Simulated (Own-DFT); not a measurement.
# A change of arrangement and its cost: Ga48P48, 96 atoms

Calculated results; nothing here was measured. They come from Own-DFT, an in-house plane-wave density functional program, since retired, whose code no person has reviewed. Each row is one single-point run on a periodic cell that was not relaxed, without spin or spin-orbit coupling.

Settings of every run: PBE; PseudoDojo norm-conserving scalar-relativistic files; cutoff 42 hartree; 2 x 3 x 3 k mesh centred on Gamma; Fermi-Dirac smearing of 0.1 eV.

Known limits, some of them of some rows only: not probed for a lower state with spin; forces on such cells failed a check on a denser k mesh; forces on such cells passed a denser k mesh, each cell not checked; stress not checked against mesh or cutoff.

All cells hold the same atoms in the same cell, with vectors in Å (16.352, 0.000, 0.000); (0.000, 10.901, 0.000); (0.000, 0.000, 10.901). Every atom was moved at random from its ideal site; u is the rms move along one axis. The defect's site can differ from row to row. E is the free energy of the cell above the lowest run. The arrangements:

- A: zincblende GaP
- B: zincblende GaP, with one Ga on a P site and one P on a Ga site, 2.4 Å apart

| arrangement | u (Å) | E (eV) | P (GPa) |
|---|---|---|---|
| A | 0.0204 | 0.000 | 2.70 |
| A | 0.0206 | 0.129 | 2.73 |
| A | 0.0214 | 0.078 | 2.72 |
| A | 0.0476 | 2.999 | 3.16 |
| A | 0.0508 | 4.131 | 3.35 |
| A | 0.0511 | 3.591 | 3.23 |
| B | 0.0285 | 3.777 | 2.90 |
| B | 0.0287 | 3.693 | 2.89 |
| B | 0.0293 | 3.647 | 2.89 |
| B | 0.0448 | 5.816 | 3.24 |
| B | 0.0480 | 6.718 | 3.35 |
| B | 0.0524 | 6.678 | 3.36 |

Question: once the cost of the random moves is taken out, how do the arrangements rank?

## Worked answer

Fit E = a + b u², with one b for all and one a for each arrangement, and with residuals divided by u², since the noise grows with the moves. Then b = 1726 eV/Å², the scatter at u = 0.04 Å is 0.22 eV, and against A:

- B: 2.97 ± 0.08 eV (higher)

These are energies of unrelaxed cells. Relaxing the atoms lowers the strained arrangements most, so the gaps would shrink and small ones could change sign.
